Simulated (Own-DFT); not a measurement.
# Which defects push the lattice out? C11b WSi2

Everything here is calculated. The program is Own-DFT (plane waves, in-house, since retired, never reviewed by a person); positions were held fixed, and spin and spin-orbit coupling were off.

Common settings: PBE; PseudoDojo norm-conserving scalar-relativistic files; cutoff 50 hartree; 5 x 5 x 5 k mesh centred on Gamma; cold (Marzari-Vanderbilt) smearing of 0.2 eV.

Keep in mind: forces on such cells failed a check on a denser k mesh; stress not checked against mesh or cutoff.

All runs share one cell, with vectors in Å (-2.148, -5.953, 3.409); (-6.444, 2.976, 1.136); (-2.553, -2.948, -6.757) and a volume of 403.2 Å³. u is the rms random offset of the atoms per axis. The defect's site can differ from row to row.

```
              cell  formula   u (Å)  P (GPa)
         no defect  Si20W10  0.0219     4.63
         no defect  Si20W10  0.0493     6.06
         no defect  Si20W10  0.0499     5.64
one W on a Si site  Si19W11  0.0288    10.00
one W on a Si site  Si19W11  0.0322    10.26
one W on a Si site  Si19W11  0.0536    10.79
     one W vacancy   Si20W9  0.0263     3.60
     one W vacancy   Si20W9  0.0327     3.66
     one W vacancy   Si20W9  0.0548     4.51
one Si on a W site   Si21W9  0.0283     6.14
one Si on a W site   Si21W9  0.0285     6.37
one Si on a W site   Si21W9  0.0492        ?
one Si on a W site   Si21W9  0.0525     7.88
    one Si vacancy  Si19W10  0.0252     3.33
    one Si vacancy  Si19W10  0.0303     3.15
    one Si vacancy  Si19W10  0.0534     4.34
```

## Fit

P = P0 + c u² + a shift for each defect gives P0 = 4.48 GPa, c = 537 ± 69 GPa/Å² and a scatter of 0.25 GPa. The shifts, and each times the cell's volume:

- one W on a Si site: 5.02 ± 0.21 GPa, 12.6 eV
- one Si on a W site: 1.54 ± 0.21 GPa, 3.9 eV
- one W vacancy: -1.41 ± 0.21 GPa, -3.5 eV
- one Si vacancy: -1.66 ± 0.21 GPa, -4.2 eV

Positive is outwards. The product with the volume (160.2 GPa Å³ to the eV) is nearly free of the cell's size; divided by the bulk modulus at the cell's pressure it gives the volume that the defect adds. The atoms around the defects weren't relaxed, which would change these numbers.

## Prediction

Question: what pressure belongs in the blank (one Si on a W site, u = 0.0492 Å)?

From the fit: 7.31 ± 0.30 GPa. The run itself gave 7.19 GPa.
